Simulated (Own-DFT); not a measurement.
# Slab less bulk: wurtzite AlN, m plane (10-10)

Everything here is calculated. The program is Own-DFT (plane waves, in-house, since retired, never reviewed by a person); positions were held fixed, and spin and spin-orbit coupling were off.

Keep in mind (not all hold for every row): some atoms lie very close together; k mesh not checked against a denser one.

Both sets of runs: PBE; PseudoDojo norm-conserving scalar-relativistic files; cutoff 42 hartree; Gaussian smearing of 0.01 eV. The slab has 128 atoms in 16 layers, two equal faces of 62.02 Å² as cut, 15 Å of vacuum, a dipole correction along the normal and a 6 x 3 x 1 mesh. The bulk cell has 72 atoms, the same measured lattice constants and a 4 x 4 x 3 mesh. In the slab only the 32 atoms nearest the faces were moved at random; u is their rms move along one axis. Energies are counted from -174.06 eV for each atom.

```
slab run,u (Å),E (eV, cell)
1,0.0485,21.492
2,0.0506,21.143
3,0.0510,21.556
4,0.0535,21.014
5,0.0944,26.173
6,0.0983,27.203
7,0.0997,25.376
8,0.1010,27.147
9,0.1031,28.089
10,0.1044,26.559
11,0.1092,28.759
12,0.1133,28.717
```

| bulk run | u (Å) | E (meV/atom) |
|---|---|---|
| 1 | 0.0195 | -1.38 |
| 2 | 0.0197 | -1.43 |
| 3 | 0.0203 | -1.01 |
| 4 | 0.0203 | -2.30 |
| 5 | 0.0215 | -0.22 |
| 6 | 0.0217 | 2.01 |
| 7 | 0.1005 | 318.79 |
| 8 | 0.1036 | 351.41 |
| 9 | 0.1037 | 352.65 |
| 10 | 0.1048 | 370.45 |

The question: what is the energy of the unrelaxed surface?

## Answer

Take each set to u = 0 with E = a + b u². Residuals are scaled by 1/(u² + 0.0006 Å²) to tame the large moves. Slab: a = 19.44 ± 0.22 eV. Bulk: a = -15.1 ± 0.4 meV/atom. The excess is 19.44 - 128 x (-0.0151) = 21.37 ± 0.22 eV. Over two faces that is 172 meV/Å², or 2.76 ± 0.03 J/m². Relaxing the faces would lower the energy, and the unlike meshes and the reach from the smallest u down to zero add errors that aren't counted here.
